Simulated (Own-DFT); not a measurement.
Simulation results for Si$_{3}$N$_{4}$ (beta silicon nitride, atoms displaced)

Computed with Own-DFT development build. A calculation, not a measurement: plane-wave PBE density functional theory by an unreviewed code, no spin, of a simulated periodic cell, stress positive in tension, free energy of the whole cell less one offset for each atom, some atoms lie very close together; forces on such cells moved up to 12 meV/angstrom on a denser k mesh; offsets are fitted by least squares, one for each functional and potential file, so energies compare only between cells with the same atoms and settings and are not formation energies; the far tail of each file's local potential was reset to the Coulomb form; each entry is a single point on an unrelaxed cell, so the pressure reflects the starting lattice, mostly measured values (interpolated for alloys), from which strain is counted, and rises with the displacements; printed positions are rounded, which can move forces by about a meV/angstrom; the program, named Own-DFT, is a retired in-house code; no spin-orbit coupling; before rounding, a Quantum ESPRESSO 7.3.1 run of the same cell and cutoff gave forces within 1 meV/angstrom rms on each cell, which checks the program and not the settings.

Settings shared by all entries: functional PBE; potential files PseudoDojo norm-conserving, scalar-relativistic, standard set; wave cutoff 42 hartree; occupations Fermi-Dirac; smearing width 0.1 eV; k mesh 2 x 2 x 4 centred on Gamma.

(1) Si$_{3}$N$_{4}$ (beta silicon nitride, atoms displaced)

```
Si3N4
1.0
     15.2120     0.0000     0.0000
     -7.6060    13.1740     0.0000
      0.0000     0.0000     5.8180
Si N Si N Si N Si N Si N Si N Si N Si N
6 8 6 8 6 8 6 8 6 8 6 8 6 8 6 8
Direct
  0.08069 0.37248 0.11753
  0.12599 0.20544 0.10473
  0.29740 0.40745 0.14814
  0.41575 0.11200 0.37700
  0.38190 0.28399 0.35596
  0.17425 0.07421 0.38219
  0.16831 0.01518 0.11574
  0.47840 0.15053 0.14312
  0.34794 0.34662 0.12798
  0.32869 0.47780 0.38479
  0.02551 0.35871 0.35335
  0.14047 0.15466 0.37166
  0.15575 0.33038 0.10567
  0.31911 0.16292 0.38597
  0.09255 0.38631 0.63513
  0.11095 0.19368 0.63907
  0.30482 0.40345 0.60088
  0.41735 0.11901 0.88797
  0.39006 0.31222 0.90497
  0.18325 0.07828 0.87723
  0.16592 0.01511 0.61583
  0.48128 0.14812 0.60634
  0.36028 0.35125 0.67894
  0.33462 0.48966 0.88536
  0.01312 0.34689 0.83635
  0.15124 0.17056 0.90256
  0.16504 0.33927 0.62846
  0.32944 0.17942 0.90662
  0.08965 0.88542 0.11879
  0.10983 0.70465 0.13917
  0.30192 0.91597 0.14924
  0.40971 0.61150 0.35347
  0.38758 0.80508 0.35486
  0.19386 0.57743 0.38106
  0.17172 0.52368 0.09397
  0.46933 0.64975 0.11483
  0.33664 0.82582 0.13795
  0.32401 0.99089 0.35894
  0.01504 0.85123 0.39340
  0.15069 0.67166 0.36659
  0.18232 0.84704 0.12666
  0.33615 0.66254 0.39015
  0.07931 0.88731 0.66305
  0.12246 0.70822 0.62106
  0.29734 0.91624 0.58553
  0.42219 0.61504 0.90239
  0.39081 0.80893 0.89995
  0.20562 0.59501 0.86547
  0.18357 0.53345 0.61165
  0.47640 0.63793 0.62901
  0.34387 0.82474 0.62142
  0.31493 0.96681 0.86311
  0.01385 0.84818 0.89900
  0.14903 0.66912 0.86693
  0.18361 0.84366 0.60920
  0.32210 0.65978 0.88245
  0.59979 0.38335 0.15388
  0.60934 0.20099 0.15237
  0.80262 0.41285 0.14392
  0.91310 0.11720 0.34424
  0.88747 0.29365 0.41236
  0.70810 0.08983 0.37503
  0.67348 0.02216 0.15889
  0.97889 0.14775 0.09720
  0.85056 0.34267 0.12504
  0.82802 0.46671 0.38377
  0.50815 0.35227 0.37960
  0.65342 0.17962 0.33249
  0.66728 0.33070 0.12781
  0.84850 0.16538 0.37424
  0.59068 0.38410 0.59942
  0.60107 0.18977 0.62956
  0.80445 0.41741 0.62630
  0.91755 0.11973 0.87267
  0.87171 0.29310 0.87449
  0.70471 0.08723 0.86696
  0.66271 0.00625 0.63651
  0.96149 0.13647 0.63630
  0.86501 0.34180 0.65105
  0.82514 0.48738 0.86164
  0.51056 0.34470 0.88842
  0.65407 0.15734 0.86238
  0.66679 0.33675 0.60755
  0.81043 0.15836 0.88412
  0.57811 0.87722 0.12234
  0.61424 0.69658 0.11165
  0.80369 0.92198 0.13247
  0.90221 0.61991 0.37045
  0.87399 0.79223 0.37540
  0.70350 0.58636 0.38001
  0.65377 0.51417 0.11085
  0.96041 0.63830 0.08826
  0.83836 0.82256 0.13788
  0.83826 0.98633 0.36659
  0.49323 0.82816 0.36583
  0.64491 0.65347 0.34782
  0.66109 0.83328 0.14013
  0.82917 0.65996 0.37246
  0.58115 0.88767 0.60019
  0.63155 0.70206 0.64020
  0.79316 0.90655 0.63360
  0.91898 0.61432 0.89687
  0.89109 0.80612 0.87320
  0.70775 0.59924 0.88359
  0.66577 0.51558 0.62040
  0.98439 0.66588 0.62858
  0.84659 0.82141 0.63505
  0.81333 0.98181 0.89577
  0.51275 0.83781 0.85945
  0.64309 0.66697 0.87033
  0.66302 0.82696 0.60756
  0.83322 0.65876 0.87315
```

```
free energy of cell above offsets : 51.950 eV
pressure                          : 22.09 GPa
stress xx                         : -23.03 GPa
stress yy                         : -10.08 GPa
stress zz                         : -33.17 GPa
stress yz                         : -0.46 GPa
stress xz                         : -5.79 GPa
stress xy                         : 2.95 GPa
```

Force:
```
element  x (eV/Å)  y (eV/Å)  z (eV/Å)
     Si    -2.063     6.219    -5.465
     Si    -10.15     6.091     13.88
     Si    -10.62     8.249    -4.957
     Si    -7.737     0.297    -0.127
     Si    -2.406     3.206     1.875
     Si     8.353     0.309    -4.007
      N    -2.233    -1.604     2.134
      N     3.652     1.129    -2.979
      N     8.964    -7.488      3.35
      N     0.161     1.967    -2.283
      N    -4.675    -2.219     6.374
      N     -5.97     4.171       0.6
      N      7.43    -2.778     1.053
      N     1.499    -3.305     0.447
     Si    -0.791      4.71    -5.107
     Si    -3.383     3.831    -1.625
     Si    -8.809     5.868     5.251
     Si    -6.243    -1.329    -1.932
     Si     1.948    -3.193    -1.658
     Si     6.243     4.666    -0.802
      N     -1.85    -1.868     5.129
      N    -0.333    -0.735     4.706
      N     5.356    -4.734    -4.243
      N     0.464    -3.643     0.905
      N    -3.479    -2.646     6.667
      N     5.849    -6.131    -14.23
      N     6.031    -5.299    -0.753
      N     1.201    -3.782    -1.056
     Si     3.292     0.274     6.225
     Si     1.465      0.82    -4.101
     Si      1.15    -0.269    -7.586
     Si    -1.787    -0.944     7.513
     Si    -8.989    -9.403     6.689
     Si     1.905     6.836    -11.95
      N    -1.857    -5.307     4.951
      N     12.16     7.824      13.5
      N    -0.458      2.72    -2.257
      N     1.434     2.355     1.969
      N     -1.42     -0.08    -1.369
      N      0.43    -1.912     1.048
      N    -8.206     -6.46    -0.165
      N    -3.935     1.448    -1.633
     Si     5.734    -1.562    -7.257
     Si    -1.959     1.616    -0.048
     Si     5.828     0.294     5.739
     Si    -10.77    -7.109     -19.8
     Si    -1.861    -6.491    -5.371
     Si    -2.228    -1.301    -0.205
      N    -1.521    -9.519     8.561
      N     3.678     1.939    -1.084
      N    -0.393     3.311    -0.689
      N     2.668     6.155     1.556
      N    -0.976     0.161    -0.595
      N    -2.046     0.259     2.187
      N    -10.13    -6.222      1.03
      N       7.1     8.151     0.932
     Si    -6.983     1.542    -4.826
     Si      -9.9     5.158    -18.14
     Si    -4.446    -0.144    -6.295
     Si     7.017    -4.253     2.446
     Si      2.08     2.288    -4.721
     Si    -0.132     2.871     3.845
      N    -1.575    -5.955    -6.856
      N     5.089     2.088     5.357
      N     5.745    -4.474     0.801
      N     0.023     9.096    -1.233
      N     2.572     0.041    -1.234
      N     14.23    -7.652     20.35
      N     2.426     -0.66    -0.592
      N    -12.07     4.479     1.354
     Si    -3.151      0.78     5.922
     Si     5.496     5.165    -0.663
     Si    -1.882    -4.044     4.493
     Si    -9.472    -4.171     2.181
     Si     4.527    -2.454     7.167
     Si    -7.917     -11.6     2.314
      N    -0.165     4.386    -2.374
      N     8.006      2.81     -8.79
      N    -5.119     2.542    -7.119
      N     1.845    -0.918     2.987
      N     4.692     1.402      0.04
      N    -7.976     3.062    -0.245
      N     2.567    -3.461     1.016
      N     15.22     11.43     0.205
     Si     1.951     0.985     0.255
     Si      -4.7     3.568     4.474
     Si    -2.641    -6.257    -0.155
     Si     9.304     -3.65     1.752
     Si     4.495    -0.908     0.637
     Si    -1.693    -3.246    -2.404
      N     1.674     0.629      2.27
      N     19.42     13.07     42.69
      N    -0.813     2.599     -3.47
      N      0.89     0.378     3.987
      N     14.05     7.181    -0.272
      N    -0.593     2.047      3.16
      N     2.047    -1.236    -0.677
      N    -6.095     4.367    -0.057
     Si     1.209    -6.163     0.824
     Si    -9.725     1.271    -12.25
     Si    -1.883     1.532    -0.309
     Si    -17.75    -11.29     -41.6
     Si    -1.044    -6.427     4.511
     Si     1.019    -5.016     -0.98
      N    -0.381     0.872     0.999
      N     1.246    -0.992    -1.369
      N    -3.808     2.998    -1.518
      N     2.634     1.712    -4.547
      N     0.159     2.553     1.398
      N     6.517    -3.853     5.864
      N      0.58     1.519     0.438
      N    -1.526     4.861     0.029
```

(2) Si$_{3}$N$_{4}$ (beta silicon nitride, atoms displaced)

```
Si3N4
1.0
     15.2120     0.0000     0.0000
     -7.6060    13.1740     0.0000
      0.0000     0.0000     5.8180
Si N Si N Si N Si N Si N Si N Si N Si N
6 8 6 8 6 8 6 8 6 8 6 8 6 8 6 8
Direct
  0.08932 0.38241 0.11310
  0.11752 0.20216 0.13952
  0.30890 0.41348 0.12283
  0.39162 0.09659 0.36229
  0.37944 0.29729 0.39204
  0.18854 0.07705 0.36478
  0.15524 0.01075 0.08114
  0.48312 0.14933 0.11860
  0.35054 0.31589 0.10727
  0.33160 0.48221 0.35844
  0.02417 0.35851 0.37535
  0.14992 0.17847 0.38450
  0.16677 0.33360 0.10407
  0.34158 0.17289 0.35763
  0.08929 0.38175 0.63890
  0.11208 0.21358 0.61721
  0.30422 0.41468 0.65669
  0.41096 0.11642 0.86825
  0.38194 0.29187 0.89249
  0.20675 0.08433 0.87281
  0.16995 0.01738 0.64407
  0.48679 0.15174 0.61091
  0.34520 0.32929 0.61274
  0.33244 0.48237 0.88848
  0.02603 0.35956 0.87776
  0.14832 0.16250 0.86999
  0.17176 0.32868 0.66014
  0.35051 0.16753 0.87332
  0.09551 0.90159 0.11299
  0.11525 0.69621 0.11535
  0.29865 0.91330 0.13518
  0.40512 0.61026 0.40163
  0.38348 0.78259 0.39407
  0.21036 0.59649 0.37946
  0.16993 0.52896 0.14276
  0.47641 0.64025 0.12112
  0.33995 0.83551 0.11277
  0.34833 0.98324 0.39079
  0.00773 0.84227 0.37204
  0.14584 0.66109 0.44392
  0.15612 0.82695 0.12049
  0.32135 0.65569 0.37014
  0.07347 0.89252 0.61681
  0.10685 0.69406 0.62686
  0.31414 0.91574 0.63878
  0.40864 0.61136 0.90180
  0.37676 0.79669 0.85516
  0.18976 0.57963 0.89007
  0.15454 0.50814 0.61846
  0.48812 0.65584 0.64603
  0.34714 0.82962 0.62521
  0.33025 0.98200 0.87372
  0.01665 0.85589 0.86306
  0.15631 0.67068 0.87711
  0.15961 0.83995 0.61023
  0.33785 0.66853 0.88747
  0.59836 0.38524 0.09416
  0.61034 0.19671 0.15084
  0.80309 0.40896 0.15918
  0.91447 0.11463 0.39928
  0.87951 0.28986 0.37312
  0.69831 0.08518 0.36466
  0.68264 0.01170 0.14579
  0.98447 0.15099 0.10992
  0.84726 0.33084 0.12209
  0.83196 0.47891 0.35483
  0.51045 0.35049 0.37927
  0.64252 0.16105 0.39201
  0.66476 0.33549 0.12855
  0.83201 0.16375 0.36999
  0.59273 0.38196 0.63173
  0.60680 0.19841 0.63491
  0.79009 0.42323 0.63704
  0.91417 0.11740 0.86513
  0.89112 0.29655 0.89101
  0.70550 0.09273 0.88395
  0.66847 0.01000 0.62697
  0.97559 0.15156 0.63539
  0.85583 0.34003 0.60908
  0.83952 0.48454 0.89178
  0.50211 0.33920 0.85445
  0.64664 0.15647 0.84457
  0.65629 0.32889 0.61518
  0.83072 0.16903 0.87630
  0.57458 0.87082 0.10581
  0.62485 0.72337 0.14806
  0.80794 0.90594 0.13733
  0.91198 0.61951 0.36619
  0.87996 0.78644 0.36411
  0.70571 0.57216 0.36669
  0.66810 0.52098 0.12630
  0.98480 0.65631 0.12191
  0.85303 0.83915 0.14837
  0.83367 0.97693 0.35502
  0.52204 0.85933 0.35944
  0.65332 0.65748 0.37167
  0.66919 0.81873 0.11354
  0.84254 0.67612 0.35017
  0.58950 0.89290 0.61911
  0.61975 0.69704 0.63505
  0.79112 0.92062 0.62123
  0.92431 0.63386 0.86420
  0.90013 0.80331 0.89770
  0.70486 0.58941 0.88101
  0.65714 0.51113 0.62578
  0.97467 0.63618 0.65865
  0.85071 0.85386 0.63831
  0.83791 0.98131 0.87841
  0.51341 0.85971 0.87552
  0.62398 0.65055 0.84761
  0.66589 0.83838 0.63647
  0.83496 0.68177 0.86048
```

```
free energy of cell above offsets : 38.310 eV
pressure                          : 18.97 GPa
stress xx                         : -13.01 GPa
stress yy                         : -23.07 GPa
stress zz                         : -20.82 GPa
stress yz                         : -1.29 GPa
stress xz                         : 3.23 GPa
stress xy                         : 4.44 GPa
```

Force:
```
element  x (eV/Å)  y (eV/Å)  z (eV/Å)
     Si     1.336     2.172     5.686
     Si    -2.968     1.442    -6.617
     Si     -1.74     -4.41     1.013
     Si     3.912     12.24     0.338
     Si      5.86    -0.482    -5.401
     Si     1.548     4.369     1.928
      N     0.581      9.71     6.778
      N     -0.34    -1.649     0.758
      N    -9.422     6.059     11.54
      N     0.511    -0.466     4.743
      N    -1.263    -2.489    -0.599
      N     3.723    -4.322     0.381
      N      3.03     0.339     1.563
      N    -4.027    -5.228     0.533
     Si     1.198     0.622    -4.456
     Si     1.728    -6.685     3.669
     Si    -1.175    -2.622    -5.671
     Si     10.95    -3.478    -1.044
     Si     4.047      -3.4    -11.66
     Si     0.039     8.731    -2.563
      N    -1.369    -1.367    -6.882
      N    -4.743    -3.251     0.554
      N    -2.586     1.644      6.49
      N     0.488     1.691    -0.506
      N     -4.42    -2.507     0.238
      N     0.666    -0.351     0.673
      N    -2.271     7.072    -0.731
      N    -13.85     1.468    -0.057
     Si     0.082    -17.59     1.997
     Si    -2.033     3.232     3.883
     Si    -3.553    -1.087    -1.005
     Si     3.765     0.908    -1.926
     Si    -0.695     4.053    -3.699
     Si    -10.89    -8.154     3.646
      N    -0.757    -4.768    -0.996
      N     3.174     3.265     7.467
      N     5.062    -3.779     1.038
      N    -0.466    -6.755    -1.228
      N     1.422     2.982    -1.786
      N     8.138     -4.05    -15.52
      N     1.562     2.983      0.21
      N     9.951     7.423     0.939
     Si     5.995    -1.475    -1.607
     Si    -8.035     8.711      10.1
     Si    -7.016    -1.514    -1.266
     Si    -0.392     1.712    -5.053
     Si     3.513    -2.201     7.719
     Si     3.065     1.779    -4.138
      N     1.546     3.472     2.206
      N    -3.284    -1.691    -2.246
      N     0.622    -0.487    -4.131
      N     0.531     1.881     2.234
      N     3.011      1.38     3.208
      N    -0.481    -0.888    -0.315
      N     1.736    -1.616     0.627
      N    -3.172    -0.579    -1.079
     Si    -9.237     0.158     2.392
     Si    -1.274     1.197    -3.586
     Si    -2.361    -4.962    -12.15
     Si    -3.115    -2.431    -8.182
     Si      1.69     2.278     1.201
     Si     1.382     0.318     3.651
      N     -2.46    -1.669    -4.636
      N      0.95     0.431     3.494
      N     1.723    -1.048     1.015
      N    -1.382      9.64     11.03
      N     2.057     1.494    -1.111
      N     2.009    -0.597    -1.574
      N     6.936    -3.425     0.619
      N      0.11    -0.618     0.563
     Si    -9.837    -0.319    -2.536
     Si     1.288     1.282    -1.432
     Si     3.517    -3.339     0.036
     Si    -3.657     -4.04     6.767
     Si     -2.12     1.667    -4.099
     Si     1.577    -4.202    -0.415
      N     0.196      6.62     0.116
      N     5.564     3.401    -2.531
      N    -1.278     0.395     2.795
      N    -1.218     1.337     0.111
      N     6.731     4.372      1.32
      N    -1.568     1.344      5.46
      N     7.295    -0.496     0.716
      N     3.027     0.283    -0.127
     Si     5.512      3.76     1.893
     Si     1.728    -41.26      3.68
     Si    -9.108     5.091    -5.556
     Si     2.098    -1.755     0.784
     Si    -4.657     11.48     5.371
     Si     -2.81     5.577     4.469
      N     0.693     -4.27    -4.735
      N     1.488    -0.392     0.949
      N     8.636    -6.085    -2.934
      N    -0.642      5.65      4.91
      N    -3.628     -2.93     2.626
      N    -1.014     1.524     0.135
      N    -3.475     37.36      -4.6
      N     0.289     -12.7     0.603
     Si     0.901    -4.765     0.686
     Si    -4.397      6.52    -11.36
     Si     1.278    -1.179     0.787
     Si    -10.55    -4.547     13.95
     Si    -10.44     2.171    -2.306
     Si    -3.128     2.171    -2.413
      N     2.759     1.432     0.915
      N     8.076     1.911    -16.71
      N     5.758    -4.687    -0.319
      N    -0.556     2.454     0.747
      N    -2.286    -1.025    -3.803
      N     8.515     -5.24      14.1
      N    -1.302     -2.65    -0.863
      N     1.857    -4.688     0.108
```
